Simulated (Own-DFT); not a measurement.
# Computed records: Si₃N₄ (beta silicon nitride, atoms displaced)

A calculation, not a measurement: plane-wave PBE density functional theory by an unreviewed code, no spin, of a simulated periodic cell, stress positive in tension, free energy of the whole cell less one offset for each atom, some atoms lie very close together; forces on such cells moved up to 12 meV/angstrom on a denser k mesh; offsets are fitted by least squares, one for each functional and potential file, so energies compare only between cells with the same atoms and settings and are not formation energies; the far tail of each file's local potential was reset to the Coulomb form; each entry is a single point on an unrelaxed cell, so the pressure reflects the starting lattice, mostly measured values (interpolated for alloys), from which strain is counted, and rises with the displacements; printed positions are rounded, which can move forces by about a meV/angstrom; the program, named Own-DFT, is a retired in-house code; no spin-orbit coupling; before rounding, a Quantum ESPRESSO 7.3.1 run of the same cell and cutoff gave forces within 1 meV/angstrom rms on each cell, which checks the program and not the settings. Program: Own-DFT development build.

Common to all runs: functional PBE; potential files PseudoDojo norm-conserving, scalar-relativistic, standard set; wave cutoff 42 hartree; occupations Fermi-Dirac; smearing width 0.1 eV; k mesh 2 x 2 x 4 centred on Gamma.

(1) Si₃N₄ (beta silicon nitride, atoms displaced)

```
Si3N4
1.0
     15.2120     0.0000     0.0000
     -7.6060    13.1740     0.0000
      0.0000     0.0000     5.8180
Si N Si N Si N Si N Si N Si N Si N Si N
6 8 6 8 6 8 6 8 6 8 6 8 6 8 6 8
Direct
  0.07271 0.37347 0.12726
  0.10235 0.19002 0.17334
  0.29136 0.41543 0.10818
  0.38526 0.07957 0.35555
  0.37883 0.30026 0.33298
  0.20093 0.10576 0.37453
  0.16770 0.02876 0.11899
  0.46496 0.13938 0.11849
  0.36591 0.33562 0.14404
  0.32926 0.49192 0.36882
  0.01069 0.34910 0.38682
  0.12729 0.14898 0.37157
  0.18951 0.34842 0.07809
  0.32479 0.17424 0.40072
  0.10081 0.39392 0.66935
  0.09877 0.20408 0.65578
  0.29709 0.40516 0.59883
  0.41260 0.12163 0.87176
  0.39805 0.29329 0.86363
  0.20016 0.08527 0.86679
  0.17800 0.02825 0.64479
  0.51545 0.15631 0.58316
  0.35269 0.34295 0.59869
  0.32995 0.49142 0.89037
  0.01455 0.35232 0.85486
  0.15574 0.16062 0.87039
  0.16247 0.33847 0.62236
  0.33315 0.14667 0.87274
  0.09940 0.88545 0.15425
  0.11297 0.69990 0.18945
  0.29564 0.91242 0.10784
  0.40257 0.60276 0.39410
  0.40173 0.80435 0.35622
  0.20850 0.58261 0.36556
  0.15600 0.50111 0.11808
  0.47427 0.63375 0.12454
  0.36163 0.83804 0.14020
  0.31801 0.98625 0.33546
  0.99919 0.85539 0.40808
  0.16259 0.67856 0.38640
  0.15920 0.82604 0.13615
  0.33044 0.65709 0.37578
  0.09222 0.88940 0.57369
  0.11980 0.71076 0.63027
  0.29032 0.89657 0.66057
  0.42450 0.61463 0.88654
  0.39965 0.80181 0.87618
  0.21501 0.61719 0.87831
  0.17553 0.50519 0.60055
  0.49309 0.66310 0.63085
  0.38243 0.83799 0.66201
  0.33637 0.98267 0.86983
  0.98575 0.84742 0.88829
  0.14919 0.65621 0.87446
  0.15682 0.83716 0.59720
  0.33203 0.66496 0.87571
  0.59474 0.37294 0.10287
  0.62142 0.21023 0.11385
  0.79412 0.40714 0.14378
  0.92631 0.12258 0.35423
  0.88535 0.30381 0.38864
  0.68975 0.06163 0.37276
  0.65907 0.99070 0.19180
  0.99173 0.13511 0.15218
  0.84313 0.32296 0.13195
  0.84112 0.48167 0.37492
  0.51835 0.33370 0.38879
  0.65283 0.18641 0.36848
  0.66841 0.34302 0.12004
  0.83663 0.17068 0.36526
  0.58846 0.39274 0.64123
  0.61232 0.20241 0.55916
  0.78144 0.39879 0.66679
  0.91276 0.10554 0.86872
  0.88994 0.30511 0.88020
  0.69750 0.10490 0.91561
  0.64916 0.00539 0.62936
  0.97439 0.14551 0.62284
  0.86518 0.33798 0.59144
  0.83501 0.48789 0.86172
  0.50956 0.35193 0.81777
  0.65827 0.15804 0.93716
  0.67574 0.34327 0.64498
  0.84382 0.16933 0.86047
  0.56609 0.87929 0.11435
  0.59392 0.68921 0.09943
  0.78966 0.91993 0.09725
  0.92401 0.61097 0.39655
  0.90705 0.80731 0.36982
  0.71308 0.59520 0.39118
  0.67796 0.51907 0.08616
  0.98497 0.66685 0.11415
  0.85717 0.82910 0.15223
  0.84291 0.98540 0.37310
  0.50314 0.83771 0.42707
  0.65274 0.67443 0.32195
  0.66800 0.84838 0.14366
  0.83833 0.67433 0.38470
  0.59778 0.90005 0.65074
  0.60720 0.68934 0.63072
  0.80314 0.91970 0.63290
  0.90673 0.60140 0.87642
  0.88984 0.80867 0.87678
  0.69872 0.58200 0.84001
  0.67715 0.50767 0.61721
  0.00056 0.66265 0.59813
  0.85226 0.83573 0.62310
  0.83247 0.97929 0.90541
  0.51896 0.86076 0.83986
  0.64603 0.65280 0.90756
  0.67550 0.82812 0.59921
  0.83612 0.66587 0.90650
```

```
free energy of cell above offsets : 117.316 eV
pressure                          : 40.94 GPa
stress xx                         : -56.94 GPa
stress yy                         : -33.9 GPa
stress zz                         : -31.99 GPa
stress yz                         : 0.59 GPa
stress xz                         : -1.07 GPa
stress xy                         : -11.42 GPa
```

Force:
| element | x (eV/Å) | y (eV/Å) | z (eV/Å) |
| --- | --- | --- | --- |
| Si | 2.627 | 2.815 | 1.058 |
| Si | 7.207 | 11.26 | -13.07 |
| Si | 15.12 | 11.25 | 4.134 |
| Si | 8.353 | 40.95 | 3.645 |
| Si | 16.5 | -11.98 | 32.59 |
| Si | 5.123 | -5.386 | 1.225 |
| N | 0.515 | -4.583 | 3.988 |
| N | 5.531 | 2.512 | 2.385 |
| N | -13.89 | 12.83 | -33.26 |
| N | 0.527 | -11.28 | -0.105 |
| N | 2.969 | -0.13 | -1.286 |
| N | 1.354 | 0.168 | 11.63 |
| N | -18.32 | -17.83 | 0.744 |
| N | 3.011 | -1.133 | -1.019 |
| Si | -3.336 | -0.092 | -5.471 |
| Si | 5.821 | 0.731 | -0.124 |
| Si | -5.751 | 4.552 | 2.75 |
| Si | 12.12 | -4.782 | -3.59 |
| Si | -11.13 | -4.497 | 0.866 |
| Si | 1.583 | 2.512 | 5.279 |
| N | -0.744 | -8.067 | -11.15 |
| N | -33.96 | -19.11 | 7.085 |
| N | 4.834 | -3.454 | 1.505 |
| N | 2.348 | -0.144 | -5.178 |
| N | -1.245 | -1.434 | 5.689 |
| N | -6.772 | 4.438 | 0.668 |
| N | 5.556 | -5.511 | -0.901 |
| N | -12.57 | 8.21 | -0.541 |
| Si | -9.106 | 3.48 | -4.595 |
| Si | -6.029 | 0.4 | -11.41 |
| Si | 0.81 | -3.026 | 0.929 |
| Si | 2.026 | 9.675 | -0.054 |
| Si | -11.45 | -8.681 | 3.26 |
| Si | -2.219 | -3.788 | -0.242 |
| N | -0.494 | 5.175 | 0.227 |
| N | -0.523 | 1.283 | 5.986 |
| N | -2.949 | 2.214 | -3.964 |
| N | -6.579 | -35 | 0.16 |
| N | 39.97 | 23.1 | 3.665 |
| N | 6.027 | -2.79 | 6.025 |
| N | 5.638 | 0.438 | -1.347 |
| N | 0.87 | 5.241 | -0.53 |
| Si | -4.778 | 6.148 | 8.489 |
| Si | 3.065 | -0.965 | 2.302 |
| Si | 1.436 | -0.592 | -2.305 |
| Si | -7.091 | -2.255 | -6.078 |
| Si | -0.106 | -7.922 | 10.66 |
| Si | 13.07 | -14.78 | 0.192 |
| N | -1.131 | 8.078 | 0.888 |
| N | -5.451 | -3.922 | 0.095 |
| N | -13.65 | 5.862 | -14.82 |
| N | 0.13 | 0.405 | -1.041 |
| N | 40.48 | 17.61 | 1.922 |
| N | -17.78 | 9.3 | -0.03 |
| N | 8.093 | -1.831 | 1.948 |
| N | 6.4 | 4.612 | 0.661 |
| Si | -18.61 | 9.419 | 2.809 |
| Si | -4.719 | 0.103 | 3.199 |
| Si | 2.359 | 3.013 | -0.846 |
| Si | -11.65 | -4.694 | 8.032 |
| Si | 8.546 | -9.109 | -14.94 |
| Si | 2.533 | 15.06 | 11.78 |
| N | -1.915 | -3.746 | -13.96 |
| N | -5.959 | -2.447 | -11.54 |
| N | -2.157 | 2.565 | -2.399 |
| N | -0.108 | 0.015 | 1.691 |
| N | -0.637 | 1.584 | -3.233 |
| N | 15.32 | -5.197 | -17.57 |
| N | 15.17 | -8.295 | -0.056 |
| N | -0.517 | -2.72 | -0.36 |
| Si | 6.109 | -1.833 | -12.18 |
| Si | 14.28 | 20.59 | 15.39 |
| Si | 16.62 | 9.605 | -4.333 |
| Si | -3.068 | 1.39 | 2.241 |
| Si | -0.03 | -3.166 | -2.799 |
| Si | 41.23 | -26.92 | -6.403 |
| N | 0.011 | 20.41 | 0.99 |
| N | 2.203 | 0.606 | 1.299 |
| N | -12.04 | 6.68 | 21 |
| N | 0.836 | -8.23 | 2.815 |
| N | 2.469 | -0.039 | 10.1 |
| N | -35.08 | 24.1 | 0.179 |
| N | -13.83 | -11.9 | -1.119 |
| N | -2.835 | -1.019 | 1.486 |
| Si | 5.496 | -2.216 | 3.14 |
| Si | 4.782 | 5.757 | 3.508 |
| Si | 1.225 | -13.15 | 21 |
| Si | -6.551 | -0.77 | -6.407 |
| Si | -41.06 | -24.17 | -4.646 |
| Si | -1.304 | 0.587 | -6.223 |
| N | -0.626 | -4.872 | 3.951 |
| N | 2.768 | -2.391 | 2.586 |
| N | -5.749 | 2.637 | -5.066 |
| N | -0.825 | 2.307 | -0.225 |
| N | 14.57 | 5.857 | -1.072 |
| N | 1.877 | -3.318 | 7.501 |
| N | -3.871 | -6.062 | -2.501 |
| N | 3.177 | -1.867 | 1.275 |
| Si | 6.992 | -18.6 | -6.637 |
| Si | 6.807 | 5.357 | -2.764 |
| Si | 1.34 | -4.407 | -3.602 |
| Si | -1.344 | 11.5 | 0.956 |
| Si | -31.49 | -16.66 | 0.006 |
| Si | 3.918 | 3.605 | 5.641 |
| N | -0.858 | 4.192 | -2.455 |
| N | -1.728 | -1.805 | 5.177 |
| N | -1.14 | 0.742 | 0.455 |
| N | 2.996 | 12.54 | -17.84 |
| N | 0.04 | -1.662 | 10.06 |
| N | -1.924 | 0.412 | -7.185 |
| N | -3.178 | 1.681 | 2.709 |
| N | -0.935 | -1.315 | -3.144 |

(2) Si₃N₄ (beta silicon nitride, atoms displaced)

```
Si3N4
1.0
     15.2120     0.0000     0.0000
     -7.6060    13.1740     0.0000
      0.0000     0.0000     5.8180
Si N Si N Si N Si N Si N Si N Si N Si N
6 8 6 8 6 8 6 8 6 8 6 8 6 8 6 8
Direct
  0.06781 0.38125 0.13730
  0.11252 0.19352 0.07288
  0.29782 0.40465 0.16863
  0.41581 0.10588 0.37140
  0.37127 0.29431 0.37874
  0.20222 0.09534 0.34869
  0.16826 0.02504 0.14206
  0.48905 0.14753 0.09025
  0.35396 0.33834 0.10677
  0.33545 0.47427 0.41518
  0.01264 0.36542 0.35767
  0.14543 0.15084 0.38367
  0.19120 0.33483 0.12360
  0.34098 0.17633 0.40093
  0.09473 0.39447 0.64221
  0.10121 0.18728 0.60211
  0.30040 0.40763 0.63747
  0.40264 0.08799 0.88402
  0.37370 0.30004 0.87439
  0.20185 0.07791 0.86131
  0.17598 0.01936 0.65242
  0.49913 0.15417 0.62169
  0.35604 0.34671 0.63237
  0.35123 0.50196 0.87006
  0.02288 0.35310 0.89366
  0.14146 0.15878 0.86040
  0.16031 0.33905 0.60397
  0.32884 0.15003 0.82731
  0.08680 0.87471 0.12757
  0.10677 0.69267 0.12802
  0.30525 0.93858 0.10835
  0.41458 0.61959 0.30837
  0.37930 0.80161 0.35141
  0.18782 0.56490 0.36231
  0.14349 0.49356 0.13082
  0.49204 0.64179 0.11071
  0.35697 0.82229 0.14682
  0.32791 0.97754 0.37889
  0.01975 0.85254 0.31889
  0.13758 0.64889 0.35480
  0.16347 0.84516 0.13242
  0.33031 0.66444 0.38842
  0.08103 0.89241 0.58427
  0.11509 0.69391 0.66179
  0.26950 0.90531 0.63123
  0.39223 0.61640 0.86349
  0.38454 0.80218 0.90696
  0.18160 0.57595 0.90870
  0.16605 0.50814 0.61923
  0.48711 0.64019 0.59005
  0.35047 0.84347 0.64122
  0.33893 0.96158 0.84221
  0.03339 0.86547 0.86586
  0.13790 0.65184 0.88847
  0.15797 0.84162 0.62356
  0.33412 0.66599 0.89087
  0.58692 0.39389 0.10629
  0.63719 0.21216 0.11298
  0.78650 0.38501 0.12387
  0.91152 0.11742 0.37317
  0.89273 0.30327 0.38953
  0.69962 0.08902 0.41172
  0.68010 0.02416 0.11112
  0.97618 0.13489 0.12656
  0.83891 0.31851 0.18749
  0.83734 0.49110 0.40614
  0.51522 0.35732 0.37690
  0.65860 0.16831 0.39448
  0.66957 0.32736 0.13503
  0.82485 0.16463 0.37379
  0.59014 0.37646 0.64117
  0.60370 0.20685 0.66623
  0.80342 0.41504 0.57265
  0.92256 0.10684 0.84108
  0.89068 0.29627 0.93694
  0.71420 0.09891 0.85485
  0.68060 0.02149 0.61549
  0.97811 0.14844 0.62107
  0.85700 0.33990 0.61052
  0.82168 0.48373 0.90901
  0.52812 0.34817 0.90720
  0.66008 0.17886 0.86746
  0.66490 0.33749 0.62606
  0.83105 0.16184 0.85077
  0.60563 0.90291 0.12974
  0.59639 0.69105 0.16210
  0.80981 0.92192 0.11487
  0.91276 0.62331 0.38188
  0.87763 0.79291 0.34979
  0.70170 0.59673 0.40223
  0.66759 0.51754 0.09699
  0.99991 0.65853 0.14400
  0.85230 0.84318 0.10920
  0.83618 0.98754 0.38132
  0.51485 0.86210 0.37956
  0.64708 0.67194 0.40072
  0.66057 0.83700 0.13231
  0.82263 0.65615 0.36678
  0.58568 0.90192 0.63829
  0.63004 0.69671 0.63474
  0.79689 0.91013 0.63269
  0.91169 0.63495 0.85430
  0.89669 0.81392 0.89881
  0.70141 0.59104 0.89431
  0.66060 0.52764 0.60672
  0.96999 0.63228 0.61442
  0.84044 0.83402 0.64366
  0.83619 0.99403 0.86674
  0.51602 0.83955 0.85645
  0.65478 0.66372 0.85579
  0.64877 0.79888 0.61934
  0.84120 0.66091 0.92896
```

```
free energy of cell above offsets : 79.783 eV
pressure                          : 30.73 GPa
stress xx                         : -33.83 GPa
stress yy                         : -23.58 GPa
stress zz                         : -34.78 GPa
stress yz                         : 0.94 GPa
stress xz                         : 0.56 GPa
stress xy                         : 1.66 GPa
```

Force:
| element | x (eV/Å) | y (eV/Å) | z (eV/Å) |
| --- | --- | --- | --- |
| Si | 8.847 | -4.44 | -2.152 |
| Si | -4.347 | 5.533 | 11.28 |
| Si | 5.811 | 10.27 | -0.703 |
| Si | -0.087 | 4.395 | -0.205 |
| Si | 5.942 | 3.497 | -1.039 |
| Si | 10.33 | -0.223 | 6.787 |
| N | 0.435 | -5.686 | -7.052 |
| N | 0.48 | -1.396 | 3.887 |
| N | 0.249 | -0.469 | 5.118 |
| N | -0.336 | 4.283 | -7.959 |
| N | 0.182 | -1.633 | 9.295 |
| N | -8.82 | 5.337 | -1.175 |
| N | -13.22 | -11.06 | -2.555 |
| N | -0.636 | -4.922 | -2.081 |
| Si | -2.292 | -7.396 | -0.894 |
| Si | 2.006 | 4.99 | 0.868 |
| Si | -7.843 | 4.896 | 4.901 |
| Si | -0.454 | 6.571 | -2.76 |
| Si | 7.563 | -4.145 | -2.383 |
| Si | -0.694 | 7.196 | 11.42 |
| N | -1.518 | -8.958 | -14.98 |
| N | -17.16 | -11.55 | -2.827 |
| N | 4.427 | -5.102 | -0.405 |
| N | -0.415 | -10.96 | 1.849 |
| N | -3.903 | -2.83 | -5.123 |
| N | 4.237 | -3.288 | -7.523 |
| N | 4.065 | -4.898 | 0.741 |
| N | 0.587 | 2.839 | 2.801 |
| Si | -1.735 | 8.735 | -12.08 |
| Si | 8.843 | 6.86 | 1.732 |
| Si | -2.404 | -6.045 | 3.563 |
| Si | -2.475 | -1.899 | 11.84 |
| Si | 12.38 | -6.224 | 29.02 |
| Si | 1.903 | 7.039 | 2.672 |
| N | 2.37 | 9.231 | -1.847 |
| N | -12.88 | -6.335 | -7.039 |
| N | -15.74 | 8.883 | -20.96 |
| N | 0.355 | 2.076 | 1.398 |
| N | -11.74 | -3.92 | 14.16 |
| N | 1.81 | -0.158 | 4.694 |
| N | 16.1 | -4.466 | -0.795 |
| N | -0.577 | -1.859 | -1.894 |
| Si | 1.36 | 0.862 | 3.027 |
| Si | -4.15 | 2.267 | -9.216 |
| Si | 10.2 | 1.404 | -5.517 |
| Si | 16.15 | -0.155 | -5.997 |
| Si | 3.73 | -1.492 | -9.187 |
| Si | 7.396 | -0.438 | -3.734 |
| N | -1.171 | 7.57 | 3.141 |
| N | -2.321 | 0.144 | 0.769 |
| N | -0.906 | -2.702 | -1.516 |
| N | 1.106 | 5.169 | 3.494 |
| N | -5.227 | -2.174 | -0.947 |
| N | -0.316 | 0.739 | 1.485 |
| N | -6.121 | -9.394 | -0.251 |
| N | -15.41 | 5.653 | 2.142 |
| Si | 6.029 | 3.878 | 15.7 |
| Si | -2.722 | -5.963 | 6.133 |
| Si | 0.18 | 11.96 | -2.541 |
| Si | -4.681 | -1.289 | -1.338 |
| Si | 0.811 | -6.65 | 6.524 |
| Si | 0.203 | 4.263 | -11.32 |
| N | -1.21 | 2.821 | 0.362 |
| N | 3.162 | 2.554 | -3.03 |
| N | -1.483 | 0.656 | -9.566 |
| N | -0.572 | 10.27 | -14.05 |
| N | -0.276 | -0.451 | 0.345 |
| N | -4.141 | 1.66 | -1.05 |
| N | -6.246 | 1.442 | 0.678 |
| N | 5.967 | 2.444 | 0.124 |
| Si | -8.036 | 5.249 | -2.442 |
| Si | 15.05 | 8.902 | -3.429 |
| Si | -1.059 | -10.84 | 17.23 |
| Si | -6.993 | 2.249 | 10.34 |
| Si | -2.047 | -2.624 | -6.097 |
| Si | -4.156 | -3.245 | 3.52 |
| N | 0.203 | -5.161 | 7.62 |
| N | 4.272 | 3.263 | -6.979 |
| N | -0.549 | 0.791 | 5.794 |
| N | 2.474 | -0.82 | -1.673 |
| N | -9.156 | -7.157 | -15.24 |
| N | 3.941 | -2.61 | -0.094 |
| N | 7.384 | -2.301 | -0.534 |
| N | 7.078 | 6.615 | 1.361 |
| Si | -4.979 | -3.804 | 0.125 |
| Si | 14.54 | 11.34 | -0.489 |
| Si | -7.342 | 0.264 | 2.212 |
| Si | 0.031 | -4.111 | -5.934 |
| Si | -0.049 | -0.459 | 3.218 |
| Si | -2.325 | -0.95 | -7.501 |
| N | -0.66 | -1.864 | 7.723 |
| N | -15.22 | -4.098 | -0.723 |
| N | 0.41 | -0.68 | 4.431 |
| N | 1.025 | -1.361 | -0.224 |
| N | 0.924 | 1.36 | -0.664 |
| N | 7.204 | -4.167 | -12.84 |
| N | 6.446 | -1.964 | -0.02 |
| N | 2.584 | 6.92 | 0.152 |
| Si | 1.378 | -6.028 | -3.755 |
| Si | -8.477 | -6.414 | 4.101 |
| Si | -6.539 | -0.414 | -2.012 |
| Si | 17.25 | -10.56 | -0.482 |
| Si | 3.305 | -3.512 | -7.074 |
| Si | 2.661 | 0.914 | -6.585 |
| N | 1.158 | -6.861 | 8.644 |
| N | 5.495 | 4.541 | 4.763 |
| N | 7.557 | -2.912 | -1.501 |
| N | 0.321 | -6.579 | 0.094 |
| N | -2.445 | 1.341 | 4.631 |
| N | 1.616 | -0.628 | 10.66 |
| N | -4.249 | 21.27 | 0.32 |
| N | -19.02 | 9.273 | 3.108 |
